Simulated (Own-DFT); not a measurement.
## Calculated data, Hf$_{36}$O$_{71}$ (tetragonal hafnia with one neutral oxygen vacancy, atoms displaced)

Computed with Own-DFT development build. A calculation, not a measurement: plane-wave PBE and HSE06 DFT by an unreviewed code, no spin, of a simulated cell at Gamma alone, so results move with cell size and shape, stress positive in tension, energies less offsets, not probed for a lower state with spin; hafnium file: forces about 75 meV/angstrom off all-electron values; oxygen file: force components 24 meV/angstrom off all-electron in a glass; k mesh not checked against a denser one; forces and stress are PBE's, HSE06 gives the energy alone, and its difference from PBE has offsets of its own; offsets are fitted by least squares, one for each functional and potential file, so energies compare only between cells with the same atoms and settings and are not formation energies; the far tail of each file's local potential was reset to the Coulomb form; each entry is a single point on an unrelaxed cell, so the pressure reflects the starting lattice, taken from the Materials Project, from which strain is counted, and rises with the displacements; printed positions are rounded, which can move forces by about a meV/angstrom; the program is a retired in-house code; no spin-orbit coupling.

Settings shared by all entries: first functional PBE; second functional HSE06; exact exchange share 0.25; screening 0.11 1/bohr; exchange divergence Gygi-Baldereschi; potential files PseudoDojo norm-conserving, scalar-relativistic, made for PBE, standard set; wave cutoff 48 hartree; occupations fixed; k mesh 1 x 1 x 1 centred on Gamma.

```json
{"entry": 1, "formula": "Hf36O71", "kind": "tetragonal hafnia with one neutral oxygen vacancy, atoms displaced", "structure": {"cell_angstrom": [[10.78, 0.0, 0.0], [0.0, 10.78, 0.0], [0.0, 0.0, 10.4493]], "atoms_fractional": [["Hf", 0.98137, 0.99905, 0.99136], ["Hf", 0.16013, 0.17532, 0.24246], ["O", 0.00103, 0.16514, 0.15412], ["O", 0.16204, 0.0163, 0.3326], ["O", 0.99788, 0.1666, 0.3986], ["O", 0.17612, 0.99589, 0.09983], ["Hf", 0.00289, 0.00266, 0.50058], ["Hf", 0.15987, 0.16616, 0.74315], ["O", 0.00124, 0.16109, 0.64893], ["O", 0.17301, 0.00364, 0.84456], ["O", 0.99826, 0.17755, 0.89845], ["O", 0.16136, 0.00444, 0.58143], ["Hf", 0.99236, 0.34224, 0.99768], ["Hf", 0.16445, 0.50213, 0.24869], ["O", 0.99611, 0.51025, 0.145], ["O", 0.1658, 0.32933, 0.35046], ["O", 0.99988, 0.50368, 0.39469], ["O", 0.16148, 0.31376, 0.10138], ["Hf", 0.00583, 0.33162, 0.4971], ["Hf", 0.16409, 0.48819, 0.75081], ["O", 0.98733, 0.50011, 0.66164], ["O", 0.15366, 0.33905, 0.84778], ["O", 0.99383, 0.50477, 0.89556], ["O", 0.16746, 0.32633, 0.5821], ["Hf", 0.99241, 0.67038, 0.01025], ["Hf", 0.16468, 0.83934, 0.24268], ["O", 0.00122, 0.81806, 0.15809], ["O", 0.16574, 0.67613, 0.35685], ["O", 0.98237, 0.82647, 0.40506], ["O", 0.16096, 0.65943, 0.0967], ["Hf", 0.00431, 0.66687, 0.51761], ["Hf", 0.16319, 0.83692, 0.75782], ["O", 0.99703, 0.83222, 0.65832], ["O", 0.1743, 0.66817, 0.84959], ["O", 0.00887, 0.84627, 0.91686], ["O", 0.16686, 0.6647, 0.5996], ["Hf", 0.33257, 0.00193, 0.01294], ["Hf", 0.50083, 0.16819, 0.25763], ["O", 0.32374, 0.15892, 0.14444], ["O", 0.5032, 0.99505, 0.354], ["O", 0.3325, 0.16066, 0.40047], ["O", 0.50746, 0.99752, 0.08662], ["Hf", 0.33623, 0.99607, 0.49778], ["Hf", 0.49958, 0.17347, 0.74443], ["O", 0.3233, 0.1689, 0.64915], ["O", 0.50268, 0.0062, 0.8443], ["O", 0.34363, 0.17418, 0.90073], ["O", 0.48976, 0.01122, 0.58896], ["Hf", 0.32504, 0.33409, 0.99583], ["Hf", 0.49388, 0.49878, 0.23202], ["O", 0.33583, 0.50641, 0.1664], ["O", 0.49871, 0.33547, 0.34465], ["O", 0.32584, 0.51365, 0.39738], ["O", 0.51026, 0.32419, 0.09947], ["Hf", 0.33712, 0.33432, 0.51488], ["Hf", 0.49259, 0.49482, 0.74174], ["O", 0.33942, 0.50941, 0.63685], ["O", 0.50997, 0.32763, 0.84299], ["O", 0.32814, 0.49955, 0.90647], ["O", 0.51361, 0.33482, 0.58763], ["Hf", 0.31933, 0.66556, 0.98348], ["Hf", 0.5008, 0.82128, 0.24829], ["O", 0.33098, 0.84476, 0.1532], ["O", 0.50703, 0.67334, 0.35185], ["O", 0.33032, 0.8424, 0.39511], ["O", 0.48452, 0.67627, 0.10226], ["Hf", 0.33241, 0.66364, 0.49366], ["Hf", 0.50033, 0.84576, 0.75473], ["O", 0.33467, 0.83412, 0.64094], ["O", 0.49835, 0.66307, 0.83707], ["O", 0.33891, 0.83197, 0.90306], ["O", 0.50529, 0.67563, 0.59548], ["Hf", 0.65748, 0.01709, 0.99528], ["Hf", 0.82583, 0.1884, 0.25566], ["O", 0.6744, 0.16104, 0.15645], ["O", 0.82673, 0.98604, 0.33151], ["O", 0.67443, 0.17145, 0.39538], ["O", 0.82259, 0.98432, 0.09804], ["Hf", 0.67156, 0.00148, 0.49666], ["Hf", 0.8477, 0.15827, 0.74269], ["O", 0.67441, 0.17209, 0.63816], ["O", 0.83158, 0.99404, 0.85224], ["O", 0.65221, 0.16017, 0.90625], ["O", 0.83737, 0.99605, 0.59053], ["Hf", 0.66008, 0.33632, 0.99897], ["Hf", 0.83473, 0.4983, 0.24204], ["O", 0.67851, 0.48977, 0.16356], ["O", 0.82525, 0.33033, 0.34893], ["O", 0.66494, 0.4871, 0.40361], ["O", 0.82786, 0.33605, 0.10163], ["Hf", 0.67228, 0.32942, 0.519], ["Hf", 0.82793, 0.49345, 0.74432], ["O", 0.67368, 0.50476, 0.65706], ["O", 0.83731, 0.32588, 0.8504], ["O", 0.66643, 0.50449, 0.90966], ["Hf", 0.67162, 0.67196, 0.99754], ["Hf", 0.83793, 0.83548, 0.24428], ["O", 0.66442, 0.83544, 0.14765], ["O", 0.82864, 0.66484, 0.34308], ["O", 0.66572, 0.83317, 0.40543], ["O", 0.82888, 0.66408, 0.1082], ["Hf", 0.67163, 0.663, 0.4944], ["Hf", 0.83107, 0.83712, 0.75327], ["O", 0.65992, 0.83398, 0.65219], ["O", 0.83701, 0.66756, 0.84564], ["O", 0.66775, 0.84136, 0.89461], ["O", 0.83688, 0.66209, 0.58828]]}, "results": {"PBE_energy_of_cell_above_offsets [eV]": "-88.134", "HSE06_less_PBE_above_offsets [eV]": "0.591", "PBE_pressure [GPa]": 5.63, "PBE_stress_xx [GPa]": -7.97, "PBE_stress_yy [GPa]": -3.56, "PBE_stress_zz [GPa]": -5.35, "PBE_stress_yz [GPa]": 0.06, "PBE_stress_xz [GPa]": -0.47, "PBE_stress_xy [GPa]": 0.2, "force_element": ["Hf", "Hf", "O", "O", "O", "O", "Hf", "Hf", "O", "O", "O", "O", "Hf", "Hf", "O", "O", "O", "O", "Hf", "Hf", "O", "O", "O", "O", "Hf", "Hf", "O", "O", "O", "O", "Hf", "Hf", "O", "O", "O", "O", "Hf", "Hf", "O", "O", "O", "O", "Hf", "Hf", "O", "O", "O", "O", "Hf", "Hf", "O", "O", "O", "O", "Hf", "Hf", "O", "O", "O", "O", "Hf", "Hf", "O", "O", "O", "O", "Hf", "Hf", "O", "O", "O", "O", "Hf", "Hf", "O", "O", "O", "O", "Hf", "Hf", "O", "O", "O", "O", "Hf", "Hf", "O", "O", "O", "O", "Hf", "Hf", "O", "O", "O", "Hf", "Hf", "O", "O", "O", "O", "Hf", "Hf", "O", "O", "O", "O"], "force_x [eV/angstrom]": [0.352, 0.901, -2.53, -0.782, -0.789, -3.613, -1.028, 1.586, 0.212, -0.206, 0.043, 1.161, -0.513, -0.61, 1.292, -0.038, 0.609, 0.649, -1.892, -1.117, 3.566, 1.14, 0.848, -0.505, -0.259, 1.435, 0.233, -0.054, 1.368, 1.211, -0.584, 1.812, 0.97, -0.855, 0.481, 0.62, 0.677, -0.577, 2.56, 0.324, 0.955, -2.556, -0.848, -0.128, 1.321, -0.44, -0.682, 3.073, 0.506, 4.348, -3.498, -1.254, 0.142, -3.07, 0.803, 2.564, -1.372, -0.434, 0.219, -4.45, 1.681, 0.588, 0.228, -0.535, -0.262, 1.482, 0.823, -0.522, -1.12, -0.3, -0.39, -0.609, 1.96, 1.682, -1.881, -0.127, -0.711, 2.179, -1.426, -2.444, 0.1, 1.013, 0.76, -0.289, 1.944, 0.576, -4.284, 1.41, 0.087, 1.168, 3.999, 0.626, -2.759, -0.873, 0.034, -1.273, -2.191, -0.435, -0.718, 0.096, 0.005, -0.688, -2.269, 1.847, -0.225, -0.223, -1.04], "force_y [eV/angstrom]": [3.936, -1.546, -0.072, -3.319, 0.85, -0.408, -1.71, -1.072, 0.634, 0.84, -2.04, -0.007, -0.625, 1.296, -1.265, 1.954, -1.312, 3.263, 0.831, 4.179, -1.113, -1.824, -0.123, 1.064, -0.492, 1.14, 0.3, -0.903, 1.237, -0.064, 0.69, -0.615, 0.063, -0.646, -3.847, -0.499, -0.136, -1.088, 0.964, 1.185, 1.995, 0.631, -0.299, -3.037, 1.335, 0.852, 0.558, 0.536, -2.722, 0.462, -1.255, -0.085, -3.369, 0.955, -0.93, 3.168, -2.014, 2.541, -1.945, 0.065, 2.262, 2.265, -0.564, -2.649, -1.567, -1.465, 3.564, -2.452, 0.623, -0.473, 0.778, -1.446, -5.763, -5.759, 0.332, 4.665, -0.402, 0.496, -1.458, 1.344, -0.719, 2.059, 5.5, 0.589, -0.28, 1.755, 0.506, 3.957, 1.031, -0.46, 1.044, 0.485, -1.036, 0.24, -0.836, 2.123, -1.954, -1.759, -0.906, 0.099, -0.081, 0.17, -1.85, 1.033, 0.852, -1.275, 0.248], "force_z [eV/angstrom]": [4.036, 1.021, -1.126, 1.287, 1.256, -1.089, -3.942, 1.526, -0.86, -0.7, -0.603, 2.358, 0.439, 2.429, -0.558, -0.289, 1.252, -2.206, -2.425, -1.048, -1.785, 0.18, 1.038, 3.282, -0.487, 2.079, -1.563, -1.503, 1.214, -0.043, -4.084, -1.57, 0.72, -0.828, -2.205, 1.464, -0.786, 0.262, 0.388, -1.347, 0.588, 1.775, -1.93, 0.081, 0.652, -0.656, -0.427, 2.172, 1.812, 4.401, -3.383, -0.237, -0.208, -0.215, -5.141, 0.667, 1.493, -0.032, -1.715, 3.014, 2.335, -0.204, -0.475, -0.366, -0.068, -1.33, 0.54, -1.551, 1.943, 0.623, -0.559, -0.435, 2.941, -1.769, -1.156, 2.545, 1.071, -2.109, -2.005, 1.082, 2.283, -0.749, -2.999, 1.622, -0.283, 3.846, -2.579, 2.516, 1.313, -0.731, -4.527, 2.803, -0.722, -0.981, -0.087, 0.457, 1.016, 0.262, -0.184, 0.369, -2.231, -1.224, -1.402, 0.292, 0.575, 0.529, 1.876]}}
{"entry": 2, "formula": "Hf36O71", "kind": "tetragonal hafnia with one neutral oxygen vacancy, atoms displaced", "structure": {"cell_angstrom": [[10.78, 0.0, 0.0], [0.0, 10.78, 0.0], [0.0, 0.0, 10.4493]], "atoms_fractional": [["Hf", 0.99931, 0.99866, 0.99487], ["Hf", 0.16708, 0.16761, 0.25514], ["O", 0.00294, 0.17084, 0.15446], ["O", 0.16575, 0.99305, 0.3495], ["O", 0.00351, 0.16251, 0.39495], ["O", 0.16615, 0.99686, 0.09703], ["Hf", 0.99576, 0.00036, 0.50177], ["Hf", 0.16535, 0.16673, 0.7483], ["O", 0.00335, 0.16629, 0.65383], ["O", 0.16845, 0.99994, 0.84996], ["O", 0.00081, 0.17125, 0.90489], ["O", 0.16866, 0.00143, 0.60042], ["Hf", 0.00297, 0.33348, 0.001], ["Hf", 0.16644, 0.50206, 0.25571], ["O", 0.99732, 0.50197, 0.1481], ["O", 0.16652, 0.33639, 0.35428], ["O", 0.00123, 0.49806, 0.40882], ["O", 0.16676, 0.32748, 0.09354], ["Hf", 0.0035, 0.33327, 0.49795], ["Hf", 0.16852, 0.50118, 0.75103], ["O", 0.99983, 0.50404, 0.64846], ["O", 0.16519, 0.33273, 0.84206], ["O", 0.99866, 0.4957, 0.89792], ["O", 0.16896, 0.33173, 0.59634], ["Hf", 0.00266, 0.66441, 0.00239], ["Hf", 0.16701, 0.83129, 0.25246], ["O", 0.00114, 0.836, 0.14971], ["O", 0.16422, 0.67144, 0.3469], ["O", 0.99533, 0.83323, 0.4013], ["O", 0.16492, 0.6687, 0.09047], ["Hf", 0.00868, 0.66699, 0.50274], ["Hf", 0.16713, 0.83529, 0.74943], ["O", 0.9994, 0.83442, 0.65099], ["O", 0.16549, 0.66449, 0.85043], ["O", 0.00062, 0.83313, 0.90169], ["O", 0.166, 0.66905, 0.60266], ["Hf", 0.33448, 0.00098, 0.99713], ["Hf", 0.49751, 0.16372, 0.25252], ["O", 0.33803, 0.16445, 0.15482], ["O", 0.49746, 0.00147, 0.34815], ["O", 0.33591, 0.16979, 0.40119], ["O", 0.50026, 0.00452, 0.09758], ["Hf", 0.33816, 0.99904, 0.50548], ["Hf", 0.49614, 0.16823, 0.74802], ["O", 0.49517, 0.00121, 0.84583], ["O", 0.33527, 0.16468, 0.90439], ["O", 0.49671, 0.00122, 0.59627], ["Hf", 0.3362, 0.33924, 0.99707], ["Hf", 0.49788, 0.4929, 0.25006], ["O", 0.33315, 0.49907, 0.14862], ["O", 0.50141, 0.33431, 0.34324], ["O", 0.33264, 0.49805, 0.39954], ["O", 0.50071, 0.33241, 0.10264], ["Hf", 0.33173, 0.33115, 0.49911], ["Hf", 0.49899, 0.49891, 0.74979], ["O", 0.33305, 0.49793, 0.64758], ["O", 0.50024, 0.33238, 0.85038], ["O", 0.32841, 0.49864, 0.90592], ["O", 0.49596, 0.33831, 0.60082], ["Hf", 0.33217, 0.65847, 0.00348], ["Hf", 0.49809, 0.83148, 0.24771], ["O", 0.3338, 0.83303, 0.15173], ["O", 0.49864, 0.66407, 0.34557], ["O", 0.33589, 0.82901, 0.40364], ["O", 0.49652, 0.66911, 0.10209], ["Hf", 0.33808, 0.66691, 0.49953], ["Hf", 0.50032, 0.83109, 0.75563], ["O", 0.33214, 0.83878, 0.65825], ["O", 0.50243, 0.66728, 0.84652], ["O", 0.33316, 0.83151, 0.89961], ["O", 0.49923, 0.6649, 0.60337], ["Hf", 0.66204, 0.99843, 0.00287], ["Hf", 0.83478, 0.16638, 0.25104], ["O", 0.66823, 0.16659, 0.15434], ["O", 0.83602, 0.99696, 0.3477], ["O", 0.66528, 0.16526, 0.4058], ["O", 0.83374, 0.99786, 0.10399], ["Hf", 0.66712, 0.99753, 0.49337], ["Hf", 0.83623, 0.16886, 0.74588], ["O", 0.66801, 0.1679, 0.65121], ["O", 0.83021, 0.99754, 0.84834], ["O", 0.66946, 0.17032, 0.90441], ["O", 0.83329, 0.99652, 0.59662], ["Hf", 0.66657, 0.33248, 0.00381], ["Hf", 0.83517, 0.5008, 0.25113], ["O", 0.66659, 0.49999, 0.15203], ["O", 0.83212, 0.33366, 0.34606], ["O", 0.66796, 0.49891, 0.40005], ["O", 0.83686, 0.33228, 0.10028], ["Hf", 0.66146, 0.33146, 0.50668], ["Hf", 0.83676, 0.49604, 0.74859], ["O", 0.66793, 0.49719, 0.64886], ["O", 0.83494, 0.33279, 0.85385], ["O", 0.67015, 0.49935, 0.89902], ["O", 0.8377, 0.33572, 0.59952], ["Hf", 0.66697, 0.6707, 0.0014], ["Hf", 0.83145, 0.82843, 0.25365], ["O", 0.66377, 0.82803, 0.15019], ["O", 0.8351, 0.66822, 0.3491], ["O", 0.66748, 0.83256, 0.40755], ["O", 0.83131, 0.66282, 0.09551], ["Hf", 0.66499, 0.6641, 0.50221], ["Hf", 0.83176, 0.83224, 0.75258], ["O", 0.66953, 0.83446, 0.65033], ["O", 0.83069, 0.66442, 0.84586], ["O", 0.66173, 0.83152, 0.9053], ["O", 0.83276, 0.66778, 0.59859]]}, "results": {"PBE_energy_of_cell_above_offsets [eV]": "-100.702", "HSE06_less_PBE_above_offsets [eV]": "-0.126", "PBE_pressure [GPa]": 0.58, "PBE_stress_xx [GPa]": 0.24, "PBE_stress_yy [GPa]": -0.9, "PBE_stress_zz [GPa]": -1.06, "PBE_stress_yz [GPa]": 0.29, "PBE_stress_xz [GPa]": -0.47, "PBE_stress_xy [GPa]": 0.04, "force_element": ["Hf", "Hf", "O", "O", "O", "O", "Hf", "Hf", "O", "O", "O", "O", "Hf", "Hf", "O", "O", "O", "O", "Hf", "Hf", "O", "O", "O", "O", "Hf", "Hf", "O", "O", "O", "O", "Hf", "Hf", "O", "O", "O", "O", "Hf", "Hf", "O", "O", "O", "O", "Hf", "Hf", "O", "O", "O", "Hf", "Hf", "O", "O", "O", "O", "Hf", "Hf", "O", "O", "O", "O", "Hf", "Hf", "O", "O", "O", "O", "Hf", "Hf", "O", "O", "O", "O", "Hf", "Hf", "O", "O", "O", "O", "Hf", "Hf", "O", "O", "O", "O", "Hf", "Hf", "O", "O", "O", "O", "Hf", "Hf", "O", "O", "O", "O", "Hf", "Hf", "O", "O", "O", "O", "Hf", "Hf", "O", "O", "O", "O"], "force_x [eV/angstrom]": [0.012, -0.189, -0.107, 0.408, -0.032, 0.218, 0.745, 1.046, -0.654, -0.271, -0.012, -0.035, -1.061, -0.184, 1.336, -0.069, 0.315, 1.034, -0.559, -0.86, 0.947, 0.465, 0.308, -0.205, -1.156, -0.463, -0.372, -0.049, 0.318, 0.756, -2.076, -0.345, 0.194, 0.064, -0.075, 1.3, -0.904, 0.744, -1.137, 0.167, -0.272, -0.064, -1.349, 0.096, 0.503, -0.035, 1.124, -0.104, 1.164, -0.805, -0.004, -0.243, -0.491, -0.05, 1.046, -0.104, -0.467, 0.375, 0.109, 0.314, -0.351, -0.105, 0.006, 0.12, 0.248, -0.062, -0.02, 0.662, -0.38, 0.191, -0.096, 1.541, 0.241, -0.362, -0.537, 0.048, -0.393, 0.191, -0.741, -0.458, 0.257, -0.302, -0.256, 1.0, -1.176, -0.102, 0.386, -0.201, -0.467, 1.207, -0.427, -0.645, -0.081, -0.63, -0.381, -0.172, 0.947, 0.226, -0.138, -0.242, 0.493, 0.973, 0.439, -1.067, 0.102, -0.007, 0.215], "force_y [eV/angstrom]": [0.068, -1.056, -0.223, 1.007, 0.723, 0.406, -0.843, -0.381, -0.078, 0.365, -1.182, 0.443, -0.161, -0.378, 0.136, -0.165, 0.579, 0.531, -0.472, 0.074, -0.293, 0.183, 0.804, -0.453, 0.169, 1.883, -0.742, -1.68, -0.142, -0.413, 0.566, -0.19, 0.062, 0.102, -0.312, -0.04, -0.649, 0.446, 0.045, -0.948, -0.691, -0.473, -0.168, -0.375, 0.09, 1.085, 0.527, -2.207, 1.129, 0.02, -0.797, 0.706, 0.359, 0.42, 0.159, 0.378, 0.349, 0.318, -0.803, 2.22, -0.423, -0.001, 0.135, 0.378, -0.245, -0.389, 0.456, -0.355, -1.03, -0.361, 0.16, 1.131, -0.024, -0.049, 0.384, 0.346, 0.122, 0.231, 0.045, 0.317, 0.653, -1.012, 0.654, 0.43, -0.322, -0.058, -0.156, -0.057, 0.096, 0.453, 0.382, -0.105, -0.297, -0.026, -0.459, -1.645, 0.933, 0.329, -0.933, -0.44, 0.406, -0.265, -0.522, 0.036, 0.423, 0.79, -0.144], "force_z [eV/angstrom]": [1.289, -1.041, 0.094, -0.054, 1.149, -0.225, -0.574, 0.457, -0.649, -0.389, -0.616, -0.161, 0.018, -0.757, 0.905, -0.837, -1.187, 0.639, 0.163, -0.292, 0.377, 0.192, 0.245, 0.153, -1.073, -1.373, 0.552, 0.545, 0.378, 1.473, 0.296, 0.698, 0.198, -0.443, -0.124, -0.453, 0.52, -0.688, 0.062, 0.14, 0.792, 0.157, -0.854, 0.372, 0.021, -0.697, 0.431, 1.032, -0.48, 0.328, 1.367, -0.071, -0.665, 0.277, -0.093, 0.733, -0.251, -1.39, -0.089, -0.219, 0.129, 0.336, 0.615, 0.26, -0.722, 0.283, -0.513, -0.901, 0.443, 0.659, -0.485, -0.114, -0.751, 0.177, 0.436, -0.145, -0.982, 1.2, 1.396, 0.287, -0.168, 0.052, 0.076, -0.138, -0.311, 0.266, 0.491, 0.6, -0.076, -0.843, 0.631, 0.273, -1.119, 0.48, -0.133, 0.004, -0.868, 0.46, -0.122, -1.047, 0.347, 0.093, -0.64, 0.657, 0.152, -0.512, -0.525]}}
```
